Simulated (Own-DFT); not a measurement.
# Energy and forces against displacement in beta-Si3N4, 42 atoms (N24Si18)

All numbers below are calculated, not measured. They come from Own-DFT, an in-house plane-wave density functional program, since retired, whose code no person has reviewed. Each row is one single-point run on a periodic cell that was not relaxed, without spin or spin-orbit coupling.

Settings of every run: PBE; PseudoDojo norm-conserving scalar-relativistic files; cutoff 42 hartree; 3 x 3 x 3 k mesh centred on Gamma; Fermi-Dirac smearing of 0.1 eV.

Known limits, some of them of some rows only: some atoms lie very close together; forces on such cells passed a denser k mesh, each cell not checked; stress not checked against mesh or cutoff.

Cell vectors in Å: (7.606, 0.000, 0.000); (-3.803, 6.587, 0.000); (0.000, 0.000, 8.727). In each run every atom was moved at random and independently from its ideal site; u is the rms move along one axis. E is the free energy for each atom above the fitted value at u = 0, and F the rms of the force components.

| run | u (Å) | E (meV/atom) | F (eV/Å) | largest force (eV/Å) | P (GPa) |
|---|---|---|---|---|---|
| 1 | 0.0194 | 18.2 | 0.817 | 2.60 | 5.48 |
| 2 | 0.0197 | 17.5 | 0.801 | 3.25 | 5.52 |
| 3 | 0.0491 | 111.2 | 1.979 | 7.87 | 8.51 |
| 4 | 0.0504 | 113.7 | 1.959 | 6.84 | 7.95 |
| 5 | 0.0513 | 110.3 | 1.822 | 5.34 | 7.75 |
| 6 | 0.0901 | 350.7 | 3.981 | 17.47 | 15.44 |
| 7 | 0.0923 | ? | ? | ? | ? |
| 8 | 0.0925 | 438.5 | 4.449 | 19.34 | 16.45 |
| 9 | 0.1397 | 888.7 | 7.506 | 45.02 | 28.62 |

## Worked fit

For small independent moves the energy grows as E = (3/2) K u², with K the mean stiffness felt by one atom. The runs with u up to 0.11 Å give K = 30.5 ± 1.2 eV/Å², with residuals divided by u² + 0.0006 Å², since the noise grows with the moves. The scatter is 9.1 meV/atom at u = 0.05 Å. The forces follow F = G u with G = 41.6 eV/Å²; no force at u = 0 is resolved. G exceeds K because the moves of its neighbours add to the force on an atom, and stiffness differs between atoms. The pressure follows P = 4.85 + 1323 u² GPa: at fixed volume, shortened bonds push harder than stretched ones pull.

## Withheld run

Question: what energy and rms force should run 7 give?

The fit gives 390 ± 31 meV/atom and about 3.84 eV/Å. The calculation gave 414.6 meV/atom and 3.969 eV/Å.
